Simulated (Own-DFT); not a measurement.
# Strain and stress in bcc W, 16 atoms (W16)

All numbers below are calculated, not measured. They come from Own-DFT, an in-house plane-wave density functional program, since retired, whose code no person has reviewed. Each row is one single-point run on a periodic cell that was not relaxed, without spin or spin-orbit coupling.

Settings of every run: PBE; PseudoDojo norm-conserving scalar-relativistic files; cutoff 50 hartree; 5 x 5 x 5 k mesh centred on Gamma; cold (Marzari-Vanderbilt) smearing of 0.2 eV.

Known limits: forces on such cells failed a check on a denser k mesh; stress not checked against mesh or cutoff.

Unstrained cell vectors in Å: (6.330, 0.000, 0.000); (0.000, 6.330, 0.000); (0.000, 0.000, 6.330). The unstrained cell has measured lattice constants (interpolated for alloys), not those of this functional. That, the random moves and any unrelaxed bonds set the pressure at no strain. Each run strains this cell uniformly, with the atoms carried along. Every atom was also moved at random, by a Gaussian of width 0.05 Å on each axis. Strain is the symmetric tensor, in per cent. Stress is positive in tension, and the pressure is minus a third of its trace.

| run | e_xx (%) | e_yy (%) | e_zz (%) | e_yz (%) | e_xz (%) | e_xy (%) | s_xx (GPa) | s_yy (GPa) | s_zz (GPa) | s_yz (GPa) | s_xz (GPa) | s_xy (GPa) | P (GPa) | E (meV/atom) |
|---|---|---|---|---|---|---|---|---|---|---|---|---|---|---|
| 1 | -0.72 | -1.01 | -0.58 | 1.64 | -1.08 | 1.91 | -17.14 | -17.05 | -16.06 | 6.06 | -4.20 | 7.17 | 16.75 | 80.6 |
| 2 | 1.47 | -0.68 | -0.71 | 0.02 | -1.03 | -0.27 | -2.53 | -9.73 | -9.73 | -0.16 | -3.42 | -0.88 | 7.33 | 17.0 |
| 3 | -0.27 | 0.11 | 1.83 | -0.64 | -1.15 | 0.19 | -4.75 | -3.31 | 1.74 | -1.91 | -3.29 | 0.37 | 2.11 | 0.0 |
| 4 | 1.51 | -0.47 | -0.21 | -0.03 | 0.26 | 1.30 | -2.33 | -8.28 | -7.87 | -0.03 | 0.66 | 3.45 | 6.16 | 47.2 |
| 5 | -1.71 | -1.99 | 0.54 | -1.08 | -0.58 | -1.48 | -21.70 | -23.15 | -14.88 | -4.44 | -2.51 | -5.15 | 19.91 | 106.6 |
| 6 | 2.00 | -0.45 | -1.38 | 1.19 | 1.32 | -0.20 | -1.37 | -9.05 | -12.58 | 3.46 | 3.75 | -1.11 | 7.67 | 34.7 |
| 7 | -0.03 | 1.28 | -1.90 | 1.93 | 0.89 | -1.72 | -10.00 | -6.39 | -16.46 | 6.29 | 4.01 | -6.23 | 10.95 | 57.8 |
| 8 | 1.29 | 1.05 | -1.80 | 0.42 | 1.78 | -1.07 | -3.97 | -5.42 | -13.28 | 1.29 | 5.09 | -3.19 | 7.56 | 77.2 |
| 9 | -0.81 | 0.27 | 1.87 | -1.26 | -1.94 | -1.04 | -7.31 | -4.71 | 0.64 | -4.09 | -5.95 | -3.79 | 3.79 | 23.6 |
| 10 | -1.44 | 1.50 | -1.85 | -0.90 | 0.92 | 1.49 | -18.72 | -9.90 | -19.53 | -3.19 | 3.27 | 4.84 | 16.05 | 114.0 |
| 11 | -0.78 | -0.07 | -0.99 | 0.01 | 1.58 | 1.10 | -14.01 | -11.54 | -14.79 | -0.55 | 5.09 | 3.85 | 13.45 | 16.1 |
| 12 | -0.96 | -1.60 | 0.60 | -0.90 | 0.98 | -1.13 | -15.08 | -17.56 | -9.88 | -2.87 | 3.42 | -3.67 | 14.18 | 33.6 |
| 13 | 1.50 | -1.03 | 0.11 | -0.47 | -1.15 | 1.82 | -2.21 | -10.27 | -6.37 | -1.30 | -3.59 | 5.35 | 6.28 | 29.1 |
| 14 | -0.64 | -1.96 | -1.25 | -1.43 | 1.38 | 0.87 | -19.35 | -24.29 | -21.74 | -5.31 | 5.33 | 3.46 | 21.79 | 78.5 |
| 15 | -1.15 | 1.50 | -0.68 | 1.95 | 1.08 | 1.13 | ? | ? | ? | ? | ? | ? | ? | ? |

E is the free energy for each atom above the lowest run shown.

## Worked fit

Each stress component was fitted by least squares to a constant and the strains of the runs shown, as fractions, with shears doubled. Shear strains stay in the fit of a normal stress only where such slopes are resolved. The slopes, in GPa:

```
stress  at no strain  per e_xx  per e_yy  per e_zz  scatter
  s_xx          -8.3  565 ± 19  221 ± 22  259 ± 20     0.85
  s_yy          -8.6  257 ± 21  532 ± 24  262 ± 22     0.92
  s_zz          -8.4  244 ± 17  224 ± 19  569 ± 17     0.73
```

Each shear stress against twice its own strain: yz 175 ± 6, xz 162 ± 13, xy 168 ± 6 GPa. These are stiffnesses along x, y and z of the frame in which the cell vectors are given, which need not be the crystal's axes. The atoms are held to the strained lattice; where symmetry lets them move under strain, relaxing them would lower some slopes. The table should be nearly symmetric about its diagonal, and what it lacks of that shows the noise. A ninth of its sum, 348 ± 13 GPa, estimates the bulk modulus near the mean pressure of these runs, 11.0 GPa, so it lies above the value at zero pressure.

## Withheld run

Question: what normal stresses and pressure should run 15 give?

The fit gives s_xx = -13.3, s_yy = -5.3, s_zz = -11.7 and P = 10.1 GPa. The calculation gave -12.75, -4.33, -10.96 and P = 9.35 GPa.
